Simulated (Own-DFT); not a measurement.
# A change of arrangement and its cost: C16Si16, 32 atoms

All numbers below are calculated, not measured. They come from Own-DFT, an in-house plane-wave density functional program, since retired, whose code no person has reviewed. Each row is one single-point run on a periodic cell that was not relaxed, without spin or spin-orbit coupling.

Settings of every run: PBE; PseudoDojo norm-conserving scalar-relativistic files; cutoff 42 hartree; 5 x 5 x 3 k mesh centred on Gamma; Fermi-Dirac smearing of 0.1 eV.

Known limits: forces on such cells passed a denser k mesh, each cell not checked; stress not checked against mesh or cutoff.

All cells hold the same atoms in the same cell, with vectors in Å (6.165, 0.000, 0.000); (-3.083, 5.339, 0.000); (0.000, 0.000, 10.068). Every atom was moved at random from its ideal site; u is the rms move along one axis. E is the free energy of the cell above the lowest run. The arrangements:

- A: 2H SiC
- B: 4H SiC

```
arrangement   u (Å)  E (eV)  P (GPa)
          A  0.0264   0.219     3.70
          A  0.0293   0.473     3.99
          A  0.0298   0.418     3.89
          A  0.0615   4.090     6.91
          A  0.0652   4.931     7.27
          A  0.0690   5.228     7.33
          B  0.0251   0.000     3.51
          B  0.0290   0.154     3.67
          B  0.0325   0.518     3.97
          B  0.0569   3.349     5.38
          B  0.0611   3.847     5.93
          B  0.0631   3.326     6.08
```

Question: once the cost of the random moves is taken out, how do the arrangements rank?

## Worked answer

Fit E = a + b u², with one b for all and one a for each arrangement, and with residuals divided by u², since the noise grows with the moves. Then b = 1220 eV/Å², the scatter at u = 0.04 Å is 0.13 eV, and against A:

- B: -0.18 ± 0.05 eV (lower)

These are energies of unrelaxed cells. Relaxing the atoms lowers the strained arrangements most, so the gaps would shrink and small ones could change sign.
